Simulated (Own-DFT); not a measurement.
# Response to strain: 4H SiC, 32 atoms (C16Si16)

Calculated results; nothing here was measured. They come from Own-DFT, an in-house plane-wave density functional program, since retired, whose code no person has reviewed. Each row is one single-point run on a periodic cell that was not relaxed, without spin or spin-orbit coupling.

Settings of every run: PBE; PseudoDojo norm-conserving scalar-relativistic files; cutoff 42 hartree; 5 x 5 x 3 k mesh centred on Gamma; Fermi-Dirac smearing of 0.1 eV.

Known limits: forces on such cells passed a denser k mesh, each cell not checked; stress not checked against mesh or cutoff.

Unstrained cell vectors in Å: (6.165, 0.000, 0.000); (-3.083, 5.339, 0.000); (0.000, 0.000, 10.068). The unstrained cell has measured lattice constants (interpolated for alloys), not those of this functional. That, the random moves and any unrelaxed bonds set the pressure at no strain. Each run strains this cell uniformly, with the atoms carried along. Every atom was also moved at random, by a Gaussian of width 0.05 Å on each axis. Strain is the symmetric tensor, in per cent. Stress is positive in tension, and the pressure is minus a third of its trace.

| run | e_xx (%) | e_yy (%) | e_zz (%) | e_yz (%) | e_xz (%) | e_xy (%) | s_xx (GPa) | s_yy (GPa) | s_zz (GPa) | s_yz (GPa) | s_xz (GPa) | s_xy (GPa) | P (GPa) | E (meV/atom) |
|---|---|---|---|---|---|---|---|---|---|---|---|---|---|---|
| 1 | 0.78 | 0.12 | 1.77 | 1.86 | -1.13 | 0.29 | 1.47 | -3.15 | 1.00 | 5.72 | -2.74 | -0.64 | 0.22 | 52.3 |
| 2 | -0.31 | 1.88 | -0.66 | -1.75 | 1.45 | -1.70 | -5.73 | 4.91 | -10.38 | -5.30 | 4.41 | -8.64 | 3.73 | 30.3 |
| 3 | -1.69 | 1.68 | 0.97 | -1.83 | -1.81 | -0.17 | -13.48 | 2.81 | -0.61 | -5.87 | -6.77 | -1.44 | 3.76 | 40.5 |
| 4 | 1.94 | -0.49 | 1.46 | -0.69 | 0.16 | -0.37 | 4.34 | -1.29 | 1.64 | -1.18 | 1.31 | -0.05 | -1.56 | 1.8 |
| 5 | -1.77 | -0.74 | -1.25 | 0.00 | 1.67 | -0.60 | -15.85 | -10.64 | -16.60 | 1.04 | 5.80 | -4.92 | 14.37 | 28.6 |
| 6 | 1.86 | -0.90 | 1.52 | -1.83 | 0.26 | -0.98 | 4.37 | -7.61 | 2.77 | -6.14 | 0.74 | -4.39 | 0.16 | 25.7 |
| 7 | -0.35 | -1.49 | 0.04 | -0.07 | -1.79 | -0.27 | -9.17 | -12.60 | -6.33 | -1.31 | -6.63 | -2.89 | 9.37 | 25.2 |
| 8 | -0.96 | 0.52 | 0.51 | -0.92 | 0.96 | -0.36 | -8.24 | -3.37 | -2.58 | -2.08 | 2.68 | -0.28 | 4.73 | 12.3 |
| 9 | 1.84 | -1.58 | -1.45 | -0.53 | -1.30 | 1.50 | 3.97 | -12.27 | -18.99 | -0.79 | -4.86 | 7.42 | 9.10 | 58.5 |
| 10 | -0.06 | -1.49 | 1.96 | 1.52 | -0.50 | 0.79 | -5.51 | -12.24 | 5.38 | 4.94 | -0.76 | 4.71 | 4.13 | 14.1 |
| 11 | 0.67 | 0.83 | 0.73 | -1.13 | -1.37 | -0.53 | -1.29 | 0.96 | -0.42 | -4.33 | -4.28 | -3.23 | 0.25 | 0.0 |
| 12 | -0.70 | 0.90 | 0.14 | 1.39 | -1.84 | -1.62 | -10.21 | 0.40 | -3.92 | 4.31 | -6.83 | -6.16 | 4.58 | 30.0 |
| 13 | 1.46 | 1.76 | -1.03 | 0.79 | -0.89 | 0.89 | 4.82 | 5.89 | -12.00 | 2.15 | -1.69 | 4.41 | 0.43 | 6.6 |
| 14 | 1.45 | 0.52 | 0.51 | 1.86 | -1.09 | 1.79 | 2.77 | -0.60 | -1.41 | 6.39 | -3.71 | 8.47 | -0.25 | 9.4 |
| 15 | 1.91 | 0.70 | 1.99 | 0.94 | 1.65 | 0.76 | 5.38 | 2.81 | 5.89 | 2.91 | 4.30 | 3.30 | -4.69 | 0.1 |
| 16 | -1.46 | 0.36 | -1.75 | 1.56 | -0.82 | 0.02 | ? | ? | ? | ? | ? | ? | ? | ? |

E is the free energy for each atom above the lowest run shown.

## Worked fit

Each stress component was fitted by least squares to a constant and the strains of the runs shown, as fractions, with shears doubled. Shear strains stay in the fit of a normal stress only where such slopes are resolved. The slopes, in GPa:

```
stress,at no strain,per e_xx,per e_yy,per e_zz,scatter
s_xx,-5.2,549 ± 25,71 ± 27,19 ± 28,1.18
s_yy,-4.6,117 ± 24,539 ± 25,49 ± 27,1.13
s_zz,-7.0,-2 ± 34,73 ± 37,642 ± 38,1.63
```

Each shear stress against twice its own strain: yz 158 ± 8, xz 165 ± 10, xy 228 ± 26 GPa. These are stiffnesses along x, y and z of the frame in which the cell vectors are given, which need not be the crystal's axes. The atoms are held to the strained lattice; where symmetry lets them move under strain, relaxing them would lower some slopes. The table should be nearly symmetric about its diagonal, and what it lacks of that shows the noise. A ninth of its sum, 229 ± 6 GPa, estimates the bulk modulus near the mean pressure of these runs, 3.2 GPa, so it lies above the value at zero pressure.

## Withheld run

Question: what normal stresses and pressure should run 16 give?

The fit gives s_xx = -13.3, s_yy = -5.2, s_zz = -17.9 and P = 12.1 GPa. The calculation gave -16.25, -7.04, -15.83 and P = 13.04 GPa.
